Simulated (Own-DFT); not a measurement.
# Stretching a layer in its plane: diamond-structure SiGeSn with randomly placed atoms, 64 atoms (Ge40Si16Sn8)

The numbers are computed, not measured, by runs of the plane-wave DFT program Own-DFT (in-house, retired, unreviewed) at fixed positions, with no spin and no spin-orbit coupling.

All runs used: PBE; PseudoDojo norm-conserving scalar-relativistic files; cutoff 49 hartree; 3 x 3 x 3 k mesh centred on Gamma; Fermi-Dirac smearing of 0.1 eV.

Known weak points: forces on such cells moved up to 12 meV/angstrom on a denser k mesh; stress not checked against mesh or cutoff.

Unstrained cell vectors in Å: (11.410, 0.000, 0.000); (0.000, 11.410, 0.000); (0.000, 0.000, 11.410). The unstrained cell has measured lattice constants (interpolated for alloys), not those of this functional. That, the random moves and any unrelaxed bonds set the pressure at no strain. Each run strains x and y alike by e, as a substrate would, and holds the height along z. Each atom got a random Gaussian move of width 0.05 Å along each axis. The random placing of the alloy's atoms differs from row to row. Stress is positive in tension.

| e (%) | u (Å) | (s_xx + s_yy)/2 (GPa) | s_zz (GPa) |
|---|---|---|---|
| -3.00 | 0.050 | -11.09 | -9.04 |
| -2.75 | 0.049 | -10.26 | -8.40 |
| -2.50 | 0.048 | -9.57 | -7.73 |
| -2.00 | 0.053 | -8.95 | -7.38 |
| -1.00 | 0.048 | ? | ? |
| 0.75 | 0.052 | -3.54 | -4.07 |
| 1.25 | 0.051 | -2.63 | -3.39 |
| 2.25 | 0.052 | -1.14 | -2.54 |
| 2.50 | 0.048 | -0.65 | -2.03 |
| 2.75 | 0.047 | -0.21 | -1.85 |

## Worked fit

With e as a fraction, the in-plane stress is -4.9 + 183 e - 574 e² GPa (errors 2 and 215, scatter 0.16), and s_zz is -4.8 + 118 e - 429 e² GPa (slope ± 3, scatter 0.20). At e = 0 the first slope is C11 + C12 and the second 2 C12, both with the ions held to the strained lattice and at the cell's own pressure. A free layer would change its height as e changes, and the in-plane slope would drop by 2 C12²/C11 to the biaxial modulus. At fixed height, a misfit of 1 % moves the in-plane stress by about 1.8 GPa and s_zz by 1.2 GPa.

## Check

Q: what are the two stresses at e = -1.00 %?

The fitted form gives -6.8 and -6.1 GPa. Computed: -6.72 and -6.29 GPa.
